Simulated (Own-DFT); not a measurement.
# Cleaving wurtzite AlN, m plane (10-10)

Everything here is calculated. The program is Own-DFT (plane waves, in-house, since retired, never reviewed by a person); positions were held fixed, and spin and spin-orbit coupling were off.

Known weak points (not all hold for every row): some atoms lie very close together; k mesh not checked against a denser one.

Both sets of runs: PBE; PseudoDojo norm-conserving scalar-relativistic files; cutoff 42 hartree; Gaussian smearing of 0.01 eV. The slab has 128 atoms in 16 layers, two equal faces of 62.02 Å² as cut, 15 Å of vacuum, a dipole correction along the normal and a 6 x 3 x 1 mesh. The bulk cell has 128 atoms, the same measured lattice constants and a 3 x 3 x 3 mesh. In the slab only the 32 atoms nearest the faces were moved at random; u is their rms move along one axis. Energies are counted from -174.06 eV for each atom.

| slab run | u (Å) | E (eV, cell) |
|---|---|---|
| 1 | 0.0450 | 21.161 |
| 2 | 0.0478 | 20.700 |
| 3 | 0.0481 | 20.861 |
| 4 | 0.0486 | 20.736 |
| 5 | 0.0505 | 21.261 |
| 6 | 0.0507 | 21.307 |
| 7 | 0.0521 | 20.829 |
| 8 | 0.0896 | 26.166 |
| 9 | 0.0932 | 26.501 |
| 10 | 0.1013 | 27.856 |
| 11 | 0.1019 | 26.727 |
| 12 | 0.1032 | 30.588 |

| bulk run | u (Å) | E (meV/atom) |
|---|---|---|
| 1 | 0.0185 | -3.85 |
| 2 | 0.0186 | -2.65 |
| 3 | 0.0188 | -3.44 |
| 4 | 0.0195 | -2.56 |
| 5 | 0.0206 | -0.76 |
| 6 | 0.0977 | 300.24 |
| 7 | 0.1008 | 303.98 |
| 8 | 0.1008 | 327.39 |
| 9 | 0.1036 | 383.72 |
| 10 | 0.1047 | 362.82 |

Question: what is the energy of the unrelaxed surface?

## Worked answer

Take each set to u = 0 with E = a + b u². Residuals are scaled by 1/(u² + 0.0006 Å²) to tame the large moves. Slab: a = 18.85 ± 0.24 eV. Bulk: a = -15.2 ± 0.7 meV/atom. The excess is 18.85 - 128 x (-0.0152) = 20.80 ± 0.25 eV. Over two faces that is 168 meV/Å², or 2.69 ± 0.03 J/m². Relaxing the faces would lower the energy, and the unlike meshes and the reach from the smallest u down to zero add errors that aren't counted here.
